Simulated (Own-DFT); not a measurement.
# Reading a pressure off an energy slope: monoclinic HfO2, 94 atoms (Hf32O62), with two O vacancies

Calculated, not measured. Each geometry was run twice at fixed positions with Own-DFT, a retired in-house plane-wave program that no person has reviewed: with PBE, and with HSE06 (exact exchange share 0.25 at short range, screening 0.11 per bohr, Gygi-Baldereschi treatment of its divergence). Both used PseudoDojo norm-conserving files made for PBE, a cutoff of 48 hartree, the Gamma point alone, fixed occupations, a neutral cell and no spin. With Gamma alone and a thickness of 10.1 Å, finite-size errors remain in every number. The hafnium file keeps the 4f electrons in the core, and its forces lie about 75 meV/Å off all-electron values. The oxygen file's force components were 24 meV/Å off all-electron values in a glass.

Unstrained cell vectors in Å: (10.234, 0.000, 0.000); (0.000, 10.350, 0.000); (-1.696, 0.000, 10.445), volume V0 = 1106.4 Å³, from measured lattice constants. Each geometry has its own random strain of a few per cent, its own defect sites and random moves of rms u per axis. HSE06 gave the energy alone. D is its energy less that of PBE, over the lowest D shown. The PBE stress wasn't checked against mesh or cutoff.

```
run  V - V0 (Å³)   u (Å)  P with PBE (GPa)  D (eV)
  1        -19.0  0.0520              9.18   0.273
  2        -26.2  0.0460             12.55   0.005
  3        -16.0  0.0474              9.09   0.319
  4         11.1  0.0475              2.64   0.926
  5         11.3  0.0282              1.78   0.706
  6        -13.9  0.0295              7.22   0.117
  7        -22.8  0.0511              9.91   0.170
  8         34.4  0.0488             -1.89   1.529
  9        -16.3  0.0495              9.64   0.295
 10        -20.0  0.0309              8.90   0.000
 11        -17.4  0.0313              8.39   0.057
 12          9.1  0.0296              1.43   0.724
 13        -17.7  0.0287              7.65   0.106
 14         -6.7  0.0284              5.23       ?
```

## Working it out

D = 0.36 + 0.0241 (V - V0) + 139 u² eV, with an error of 0.0005 on the volume slope, 10 on the last term and a scatter of 0.03 eV. Pressure is -dE/dV, and 1 eV/Å³ is 160.2 GPa, so HSE06 changes the pressure by -3.9 ± 0.1 GPa. With the ions held to the strained lattice, the PBE pressure falls by 249 ± 12 GPa per unit of volume strain; the shape of the strain isn't fitted, so the true error is larger, and a relaxed crystal would be softer. On that slope HSE06's volume at a given pressure is about 1.5 % smaller, or 0.5 % in lengths. At u = 0 and V0 the PBE pressure is 3.4 GPa, which puts the zero-pressure volume, against the measured cell and with the defects in, at +1.4 % for PBE and -0.2 % for HSE06, each good to a few tenths of a per cent.

## Prediction

Q: what D should run 14 give?

The fit gives 0.31 eV, with rows scattering by 0.03. Computed: 0.303 eV.
